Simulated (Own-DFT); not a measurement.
Simulation results for Si3N4 (beta silicon nitride, atoms displaced)

A calculation, not a measurement: plane-wave PBE density functional theory by an unreviewed code, no spin, of a simulated periodic cell, stress positive in tension, free energy of the whole cell less one offset for each atom, forces on such cells passed a denser k mesh, this cell's mesh not checked; offsets are fitted by least squares, one for each functional and potential file, so energies compare only between cells with the same atoms and settings and are not formation energies; the far tail of each file's local potential was reset to the Coulomb form; each entry is a single point on an unrelaxed cell, so the pressure reflects the starting lattice, mostly measured values (interpolated for alloys), from which strain is counted, and rises with the displacements; printed positions are rounded, which can move forces by about a meV/angstrom; the program, named Own-DFT, is a retired in-house code; no spin-orbit coupling; before rounding, a Quantum ESPRESSO 7.3.1 run of the same cell and cutoff gave forces within 1 meV/angstrom rms on each cell, which checks the program and not the settings. Program: Own-DFT development build.

Common to all runs: functional PBE; potential files PseudoDojo norm-conserving, scalar-relativistic, standard set; wave cutoff 42 hartree; occupations Fermi-Dirac; smearing width 0.1 eV; k mesh 3 x 3 x 3 centred on Gamma.

(1) 
```cif
# cell vector a (Å): 7.6060 0.0000 0.0000
# cell vector b (Å): -3.8030 6.5870 0.0000
# cell vector c (Å): 0.0000 0.0000 8.7270
data_Si3N4
_symmetry_space_group_name_H-M 'P 1'
_symmetry_Int_Tables_number 1
_cell_length_a 7.6060
_cell_length_b 7.6060
_cell_length_c 8.7270
_cell_angle_alpha 90.000
_cell_angle_beta 90.000
_cell_angle_gamma 120.000
_cell_volume 437.23
loop_
_atom_site_label
_atom_site_type_symbol
_atom_site_fract_x
_atom_site_fract_y
_atom_site_fract_z
_atom_site_occupancy
Si1 Si 0.16902 0.77387 0.08402 1
Si2 Si 0.23064 0.40364 0.08355 1
Si3 Si 0.59886 0.82865 0.08337 1
Si4 Si 0.82729 0.23302 0.24491 1
Si5 Si 0.77266 0.59786 0.25183 1
Si6 Si 0.39793 0.17088 0.24981 1
N1 N 0.32760 0.02564 0.08536 1
N2 N 0.96563 0.29806 0.08289 1
N3 N 0.70257 0.67161 0.08062 1
N4 N 0.67062 0.97119 0.24839 1
N5 N 0.02824 0.69464 0.25050 1
N6 N 0.29651 0.33530 0.24933 1
N7 N 0.33331 0.66730 0.08564 1
N8 N 0.67041 0.33149 0.24627 1
Si7 Si 0.17328 0.77339 0.41573 1
Si8 Si 0.23208 0.40252 0.41262 1
Si9 Si 0.59671 0.82660 0.41855 1
Si10 Si 0.83156 0.23824 0.57692 1
Si11 Si 0.77068 0.59885 0.58541 1
Si12 Si 0.40521 0.17952 0.58481 1
N9 N 0.33176 0.03108 0.41553 1
N10 N 0.97134 0.30153 0.41959 1
N11 N 0.69780 0.66856 0.41869 1
N12 N 0.66780 0.96461 0.58732 1
N13 N 0.03350 0.69886 0.58482 1
N14 N 0.29877 0.33267 0.58491 1
N15 N 0.33274 0.66779 0.41641 1
N16 N 0.67082 0.33618 0.57949 1
Si13 Si 0.17242 0.76630 0.75143 1
Si14 Si 0.23151 0.40638 0.75411 1
Si15 Si 0.59572 0.82566 0.75218 1
Si16 Si 0.82641 0.23121 0.91833 1
Si17 Si 0.76906 0.59980 0.92088 1
Si18 Si 0.40245 0.17524 0.91356 1
N17 N 0.33795 0.03619 0.75081 1
N18 N 0.96948 0.29918 0.74779 1
N19 N 0.70075 0.66540 0.74798 1
N20 N 0.66827 0.97017 0.91769 1
N21 N 0.03047 0.69491 0.91878 1
N22 N 0.30173 0.33440 0.91587 1
N23 N 0.33992 0.66917 0.74946 1
N24 N 0.66616 0.33247 0.91774 1
_calc_free_energy_of_cell_above_offsets '-6.993'  # eV
_calc_pressure 5.75  # GPa
_calc_stress_xx -4.9  # GPa
_calc_stress_yy -3.68  # GPa
_calc_stress_zz -8.67  # GPa
_calc_stress_yz -0.5  # GPa
_calc_stress_xz 1.01  # GPa
_calc_stress_xy 0.29  # GPa
```

Force:
```
element  x (eV/Å)  y (eV/Å)  z (eV/Å)
     Si     2.244    -1.808     0.168
     Si    -1.149     1.628    -0.604
     Si    -1.416    -0.718     0.151
     Si    -0.241    -0.455     1.858
     Si    -0.794    -1.489    -0.237
     Si     1.497     1.288    -0.177
      N    -0.588     1.832    -0.792
      N     1.732     0.569    -0.426
      N     -0.31     0.432     1.783
      N     0.444    -0.051     0.699
      N    -0.041     0.708     0.145
      N     2.019    -1.683    -0.555
      N    -0.306     0.067    -0.221
      N    -2.168     0.589     0.222
     Si     1.457    -1.124       0.5
     Si    -1.214      1.89     2.145
     Si    -1.206     -0.02      -0.2
     Si    -1.056    -1.688     2.249
     Si      0.82    -1.127    -0.759
     Si     1.127     0.056    -0.479
      N    -0.559     0.576     0.581
      N     0.605    -0.036    -2.571
      N     0.568     0.041    -0.564
      N     0.315     1.827    -0.977
      N    -0.708     0.232    -0.307
      N     0.283    -0.308    -0.394
      N     0.048    -0.121    -0.106
      N    -0.808    -0.015     0.061
     Si     1.387     0.575    -0.041
     Si    -0.712     0.733     -1.49
     Si     0.259    -0.036    -0.191
     Si    -0.862      0.17    -1.388
     Si     1.033    -1.963    -1.876
     Si     1.317     0.363     1.305
      N     -0.68    -1.646    -0.491
      N     0.138     0.102     0.683
      N    -0.796     0.929     1.585
      N      0.44     0.051    -0.097
      N    -0.626     0.335    -0.496
      N     0.321    -0.669     0.914
      N    -1.374     -0.57     0.341
      N    -0.438     0.531     0.051
```

(2) 
```cif
# cell vector a (Å): 7.6060 0.0000 0.0000
# cell vector b (Å): -3.8030 6.5870 0.0000
# cell vector c (Å): 0.0000 0.0000 8.7270
data_Si3N4
_symmetry_space_group_name_H-M 'P 1'
_symmetry_Int_Tables_number 1
_cell_length_a 7.6060
_cell_length_b 7.6060
_cell_length_c 8.7270
_cell_angle_alpha 90.000
_cell_angle_beta 90.000
_cell_angle_gamma 120.000
_cell_volume 437.23
loop_
_atom_site_label
_atom_site_type_symbol
_atom_site_fract_x
_atom_site_fract_y
_atom_site_fract_z
_atom_site_occupancy
Si1 Si 0.17481 0.76932 0.08104 1
Si2 Si 0.22913 0.40270 0.08249 1
Si3 Si 0.59840 0.82777 0.08380 1
Si4 Si 0.83273 0.23338 0.24931 1
Si5 Si 0.76399 0.59001 0.25182 1
Si6 Si 0.40155 0.17378 0.25096 1
N1 N 0.33131 0.03300 0.08330 1
N2 N 0.96987 0.30046 0.08308 1
N3 N 0.70108 0.66683 0.08553 1
N4 N 0.66604 0.96728 0.25061 1
N5 N 0.03103 0.69721 0.25107 1
N6 N 0.29767 0.33200 0.25115 1
N7 N 0.33669 0.67059 0.08250 1
N8 N 0.66754 0.33372 0.24755 1
Si7 Si 0.17083 0.76832 0.41715 1
Si8 Si 0.23164 0.40547 0.41884 1
Si9 Si 0.59803 0.83097 0.41367 1
Si10 Si 0.82747 0.23651 0.58282 1
Si11 Si 0.76956 0.59214 0.58589 1
Si12 Si 0.40134 0.17219 0.58586 1
N9 N 0.33398 0.03284 0.41943 1
N10 N 0.96963 0.29753 0.41833 1
N11 N 0.69838 0.66315 0.41770 1
N12 N 0.67249 0.97049 0.58503 1
N13 N 0.02737 0.69753 0.58570 1
N14 N 0.30085 0.32976 0.58238 1
N15 N 0.33023 0.66290 0.41653 1
N16 N 0.66651 0.33241 0.58359 1
Si13 Si 0.17431 0.77240 0.74688 1
Si14 Si 0.22738 0.40509 0.75224 1
Si15 Si 0.59860 0.82376 0.74910 1
Si16 Si 0.82705 0.22833 0.91820 1
Si17 Si 0.77164 0.59502 0.91882 1
Si18 Si 0.40493 0.17568 0.91398 1
N17 N 0.32882 0.03294 0.75327 1
N18 N 0.96909 0.30653 0.74655 1
N19 N 0.69969 0.67269 0.75226 1
N20 N 0.66796 0.97211 0.91894 1
N21 N 0.03268 0.69907 0.91625 1
N22 N 0.30084 0.33604 0.91722 1
N23 N 0.33032 0.67003 0.75054 1
N24 N 0.66802 0.33372 0.91452 1
_calc_free_energy_of_cell_above_offsets '-7.522'  # eV
_calc_pressure 5.41  # GPa
_calc_stress_xx -4.6  # GPa
_calc_stress_yy -4.69  # GPa
_calc_stress_zz -6.94  # GPa
_calc_stress_yz -0.25  # GPa
_calc_stress_xz -0.63  # GPa
_calc_stress_xy 0.45  # GPa
```

Force:
```
element  x (eV/Å)  y (eV/Å)  z (eV/Å)
     Si     0.525     0.085     0.822
     Si     0.111     1.743     0.655
     Si    -0.507    -0.912    -0.106
     Si    -1.714    -0.316     0.568
     Si      0.98       0.2    -0.058
     Si     0.884     0.508    -0.122
      N    -0.376    -0.191    -0.229
      N     0.412    -0.088    -0.117
      N    -0.552     0.678    -0.353
      N     0.572     1.469    -0.618
      N    -0.617     0.058    -0.504
      N     0.366    -0.534    -0.246
      N     0.026    -0.861     0.017
      N      0.18    -1.023     0.179
     Si      1.02    -0.103    -0.051
     Si    -0.106     0.377    -0.259
     Si    -0.323    -1.839     1.614
     Si    -0.398    -1.043     0.001
     Si    -1.036    -0.181     -0.21
     Si     0.952     0.795    -0.302
      N      -0.4     -0.89    -0.312
      N     0.188     0.098     -0.47
      N    -0.858     0.982     0.306
      N     0.087     0.267    -0.588
      N     0.252     0.511    -0.635
      N    -0.509     0.128     1.071
      N     0.178     1.254     0.137
      N     -0.63    -0.091     0.109
     Si     0.468    -0.499     1.126
     Si     0.266     1.144    -1.032
     Si    -2.135     0.672     0.419
     Si    -1.018     0.905     -0.98
     Si    -0.131     -0.39    -0.207
     Si     0.474     0.736     1.457
      N    -0.245    -0.493    -0.968
      N     0.318    -0.462     1.289
      N     1.503    -0.961     0.012
      N     0.562    -0.666    -0.631
      N    -0.533     0.117    -0.339
      N     0.597    -0.847    -0.342
      N     1.236    -0.269    -0.168
      N    -0.071    -0.073     0.067
```
